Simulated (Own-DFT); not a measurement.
# Response to strain: diamond-structure GeSn with randomly placed atoms, 64 atoms (Ge56Sn8)

All numbers below are calculated, not measured. The program, named Own-DFT, is a retired in-house plane-wave density functional code that no person has reviewed. Each row is one single-point run on a periodic cell that was not relaxed, without spin or spin-orbit coupling.

Settings of every run: PBE; PseudoDojo norm-conserving scalar-relativistic files; cutoff 49 hartree; 3 x 3 x 3 k mesh centred on Gamma; Fermi-Dirac smearing of 0.1 eV.

Known limits: forces on such cells moved up to 12 meV/angstrom on a denser k mesh; stress not checked against mesh or cutoff.

Unstrained cell vectors in Å: (11.524, 0.000, 0.000); (0.000, 11.524, 0.000); (0.000, 0.000, 11.524). The unstrained cell has measured lattice constants (interpolated for alloys), not those of this functional. That, the random moves and any unrelaxed bonds set the pressure at no strain. Each run strains this cell uniformly, with the atoms carried along. Every atom was also moved at random, by a Gaussian of width 0.05 Å on each axis. The random placing of the alloy's atoms differs from row to row. Strain is the symmetric tensor, in per cent. Stress is positive in tension, and the pressure is minus a third of its trace.

```
run  e_xx (%)  e_yy (%)  e_zz (%)  s_xx (GPa)  s_yy (GPa)  s_zz (GPa)  P (GPa)  E (meV/atom)
  1      3.00      3.00      0.00       -0.45       -0.47       -2.07     1.00           0.0
  2      2.25      2.25      0.00       -1.82       -1.83       -3.07     2.24          28.9
  3      2.00      2.00      0.00       -2.15       -1.95       -3.23     2.45          22.5
  4     -1.75     -1.75      0.00       -8.11       -8.13       -7.19     7.81          61.0
  5     -2.50     -2.50      0.00      -10.26       -9.85       -8.50     9.54         102.9
  6      1.75      1.75      0.00       -2.44       -2.39       -3.54     2.79          23.3
  7      2.50      2.50      0.00       -1.22       -1.47       -2.66     1.78          15.9
  8      2.75      2.75      0.00       -0.97       -1.02       -2.45     1.48          13.6
  9     -0.25     -0.25      0.00           ?           ?           ?        ?             ?
```

E is the free energy for each atom above the lowest run shown.

## Worked fit

The change of volume is close to e_xx + e_yy + e_zz. A straight line through the runs shown gives P = 5.54 - 75 x (fractional change of volume) GPa, with an error of 2 on the slope and a scatter of 0.20 GPa. The strain isn't the same on all axes, but the crystal is cubic, so the slope still estimates the bulk modulus, averaged over pressures from 1.0 to 9.5 GPa.

## Withheld run

Question: what pressure should run 9 give? Its volume changes by -0.50 %.

The line gives 5.9 GPa. The calculation gave 5.55 GPa.
